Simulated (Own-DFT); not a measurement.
# Computed records: GaP (zincblende, atoms displaced)

A calculation, not a measurement: plane-wave PBE density functional theory by an unreviewed code, no spin, of a simulated periodic cell, stress positive in tension, free energy of the whole cell less one offset for each atom, forces on such cells passed a denser k mesh, this cell's mesh not checked; offsets are fitted by least squares, one for each functional and potential file, so energies compare only between cells with the same atoms and settings and are not formation energies; the far tail of each file's local potential was reset to the Coulomb form; each entry is a single point on an unrelaxed cell, so the pressure reflects the starting lattice, mostly measured values (interpolated for alloys), from which strain is counted, and rises with the displacements; printed positions are rounded, which can move forces by about a meV/angstrom; the program, named Own-DFT, is a retired in-house code; no spin-orbit coupling. Program: Own-DFT development build.

Entry: GaP (zincblende, atoms displaced)

```
cell vectors (Å)
  16.3515     0.0000     0.0000
   0.0000    10.9010     0.0000
   0.0000     0.0000    10.9010
atoms (fractions of the cell vectors)
Ga  0.99749  0.99887  0.00303
Ga  0.00123  0.25597  0.25175
Ga  0.16346  0.00250  0.25223
Ga  0.16951  0.25178  0.00209
P   0.08307  0.12139  0.12595
P   0.08750  0.37943  0.37798
P   0.24559  0.12459  0.37683
P   0.24772  0.38110  0.12019
Ga  0.99829  0.00183  0.50562
Ga  0.99617  0.24358  0.74454
Ga  0.16186  0.99973  0.75354
Ga  0.16641  0.24764  0.50528
P   0.08545  0.13064  0.62764
P   0.08332  0.36942  0.87724
P   0.25395  0.12736  0.87431
P   0.24723  0.37580  0.62906
Ga  0.99776  0.50629  0.00910
Ga  0.00210  0.74688  0.24212
Ga  0.16972  0.50009  0.25569
Ga  0.16916  0.74869  0.00165
P   0.08241  0.61833  0.12890
P   0.08561  0.87401  0.37086
P   0.24496  0.62744  0.38268
P   0.24595  0.88037  0.12635
Ga  0.99943  0.50563  0.49588
Ga  0.00236  0.74715  0.75365
Ga  0.16717  0.49549  0.75387
Ga  0.16502  0.75143  0.50009
P   0.07949  0.62654  0.62673
P   0.08281  0.87408  0.88084
P   0.25264  0.62538  0.87743
P   0.24834  0.87327  0.62398
Ga  0.33621  0.99460  0.00502
Ga  0.33726  0.25329  0.25400
Ga  0.49278  0.99630  0.25152
Ga  0.50113  0.25450  0.99646
P   0.41832  0.13091  0.12235
P   0.41772  0.37729  0.37699
P   0.58525  0.11883  0.37715
P   0.58785  0.37564  0.12253
Ga  0.33393  0.99190  0.50753
Ga  0.33258  0.25084  0.75555
Ga  0.50160  0.99723  0.76054
Ga  0.50428  0.24485  0.50212
P   0.41692  0.13147  0.61676
P   0.41730  0.38318  0.87000
P   0.58387  0.12492  0.87639
P   0.58058  0.36966  0.62620
Ga  0.33695  0.49861  0.00038
Ga  0.33248  0.75038  0.23862
Ga  0.49625  0.50046  0.25188
Ga  0.49901  0.75011  0.99298
P   0.41534  0.62569  0.12292
P   0.41625  0.87902  0.36830
P   0.58382  0.61846  0.37698
P   0.57698  0.87444  0.11970
Ga  0.32713  0.49958  0.50210
Ga  0.33045  0.74286  0.74679
Ga  0.49487  0.49952  0.75289
Ga  0.50392  0.75184  0.49743
P   0.41816  0.62687  0.62920
P   0.41586  0.88394  0.87542
P   0.59010  0.63102  0.87833
P   0.58739  0.86856  0.62703
Ga  0.65990  0.99911  0.99617
Ga  0.66869  0.24688  0.24410
Ga  0.83387  0.99391  0.24583
Ga  0.82810  0.24538  0.99834
P   0.74846  0.13165  0.11956
P   0.74384  0.37153  0.37172
P   0.91745  0.12243  0.37889
P   0.91496  0.37388  0.12701
Ga  0.66503  0.00313  0.50199
Ga  0.66419  0.24523  0.74274
Ga  0.83202  0.00047  0.74867
Ga  0.83326  0.24776  0.49242
P   0.74624  0.12543  0.63801
P   0.75218  0.37474  0.87542
P   0.91926  0.12029  0.87793
P   0.91443  0.37267  0.63049
Ga  0.65925  0.49509  0.99911
Ga  0.66807  0.75032  0.25333
Ga  0.83158  0.50060  0.25305
Ga  0.83628  0.75319  0.99932
P   0.74879  0.61490  0.12527
P   0.74903  0.87210  0.37519
P   0.91529  0.61673  0.37998
P   0.91466  0.87656  0.12068
Ga  0.67161  0.49923  0.50512
Ga  0.66675  0.74981  0.74127
Ga  0.83326  0.50087  0.74347
Ga  0.83545  0.74509  0.49989
P   0.74273  0.62978  0.61937
P   0.75413  0.87413  0.87834
P   0.92058  0.62016  0.87318
P   0.91516  0.87197  0.62543
```

Settings of this run: functional PBE, potential files PseudoDojo norm-conserving, scalar-relativistic, standard set, wave cutoff 42 hartree, occupations Fermi-Dirac, smearing width 0.1 eV, hardware one NVIDIA H200 and k mesh 2 x 3 x 3 centred on Gamma.

The calculation gives: free energy of cell above offsets -50.193 eV; pressure 3.24 GPa; stress xx -3.19 GPa; stress yy -3.29 GPa; stress zz -3.24 GPa; stress yz 0.2 GPa; stress xz 0.38 GPa; stress xy 0.09 GPa; wall time 934.4 s.

Force:
| element | x (eV/Å) | y (eV/Å) | z (eV/Å) |
| --- | --- | --- | --- |
| Ga | 0.635 | 0.118 | -0.081 |
| Ga | 0.101 | -0.386 | 0.105 |
| Ga | 0.252 | 0.16 | 0.012 |
| Ga | -0.43 | -0.552 | -0.283 |
| P | -0.155 | 0.73 | -0.15 |
| P | -0.579 | -0.537 | 0.206 |
| P | 1.073 | -0.041 | 0.103 |
| P | 0.859 | -0.358 | 0.897 |
| Ga | 0.63 | -0.413 | -0.241 |
| Ga | 0.372 | 0.553 | 1.025 |
| Ga | 0.797 | 0.135 | 0.052 |
| Ga | 0.256 | 0.57 | -0.542 |
| P | -0.659 | -1.028 | -0.107 |
| P | -0.656 | 0.42 | 0.034 |
| P | -0.592 | -0.884 | 0.656 |
| P | 0.477 | -0.405 | -0.111 |
| Ga | 0.139 | -1.363 | -0.807 |
| Ga | -0.63 | 0.355 | 0.875 |
| Ga | -0.122 | 0.056 | -0.342 |
| Ga | -0.405 | -0.176 | 0.095 |
| P | 1.004 | 0.632 | -0.191 |
| P | -1.044 | -0.02 | 0.543 |
| P | 1.185 | 0.139 | -1.049 |
| P | 0.388 | -0.307 | -0.075 |
| Ga | 0.412 | -1.176 | 1.051 |
| Ga | -0.378 | 0.512 | -0.014 |
| Ga | -0.625 | 0.556 | 0.202 |
| Ga | -0.566 | 0.088 | 0.405 |
| P | 0.955 | -0.289 | -0.116 |
| P | -0.024 | -0.106 | -0.128 |
| P | -0.411 | -0.372 | 0.018 |
| P | -0.303 | -0.054 | 0.71 |
| Ga | -0.543 | 1.036 | 0.001 |
| Ga | -0.939 | -0.148 | -0.364 |
| Ga | 1.419 | 1.115 | -0.888 |
| Ga | 0.039 | 0.122 | 0.063 |
| P | -0.248 | -0.2 | 0.294 |
| P | -0.123 | -0.173 | 0.597 |
| P | -0.504 | 0.485 | -1.061 |
| P | -1.741 | -0.523 | 0.92 |
| Ga | -0.076 | 0.896 | -0.854 |
| Ga | 0.442 | 0.238 | -0.96 |
| Ga | 0.115 | 0.62 | -1.58 |
| Ga | -0.185 | 0.421 | -0.885 |
| P | -0.233 | -1.018 | 1.459 |
| P | -0.463 | -1.402 | 1.044 |
| P | -0.302 | 0.582 | -0.419 |
| P | 0.321 | 1.068 | 0.139 |
| Ga | -0.544 | 0.188 | -0.031 |
| Ga | -0.49 | 0.109 | 1.136 |
| Ga | 0.652 | -0.003 | -0.386 |
| Ga | -0.186 | 0.005 | 0.083 |
| P | 0.579 | -0.07 | -0.186 |
| P | -0.853 | -1.444 | 1.219 |
| P | 0.087 | 0.353 | -0.128 |
| P | 0.637 | -0.061 | 0.957 |
| Ga | 0.799 | 0.134 | 0.16 |
| Ga | 0.332 | 1 | 0.316 |
| Ga | 1.8 | 0.879 | -0.53 |
| Ga | -0.483 | -0.213 | -0.096 |
| P | -0.247 | -0.052 | -1.067 |
| P | -0.479 | -1.749 | -0.292 |
| P | -1.218 | -0.524 | -0.867 |
| P | -1.244 | 1.384 | -0.364 |
| Ga | 1.018 | -0.361 | 0.534 |
| Ga | -0.759 | -0.079 | 0.579 |
| Ga | -0.557 | 0.85 | 0.459 |
| Ga | 1.321 | 0.662 | -0.408 |
| P | -0.099 | -1.956 | 0.473 |
| P | 0.949 | 0.188 | 0.454 |
| P | -0.005 | -0.012 | -0.899 |
| P | -0.247 | -0.069 | -0.108 |
| Ga | 0.771 | -0.552 | 0.47 |
| Ga | -0.236 | 1.124 | 1.517 |
| Ga | 0.413 | -0.247 | 0.529 |
| Ga | -0.595 | 0.224 | 0.934 |
| P | 1.078 | -0.541 | -2.172 |
| P | -0.908 | 0.208 | -0.625 |
| P | -0.764 | 0.37 | -0.414 |
| P | 0.261 | 0.088 | -1.493 |
| Ga | 1.763 | 0.447 | -0.5 |
| Ga | -0.578 | -0.483 | -0.804 |
| Ga | -0.073 | -0.628 | -0.096 |
| Ga | -0.458 | -1.387 | -0.06 |
| P | 0.032 | 1.187 | -0.325 |
| P | 0.434 | 0.519 | 0.32 |
| P | -0.084 | 1.207 | -1.179 |
| P | 0.622 | -0.573 | 0.665 |
| Ga | -1.406 | -0.942 | -0.639 |
| Ga | 0.624 | 0.221 | 1.748 |
| Ga | -0.565 | 0.321 | 0.584 |
| Ga | -0.392 | 0.374 | -0.149 |
| P | 2.031 | -0.448 | 0.558 |
| P | -1.079 | 0.085 | -0.593 |
| P | -0.827 | 0.535 | 0.134 |
| P | 0.239 | 0.055 | 0.321 |
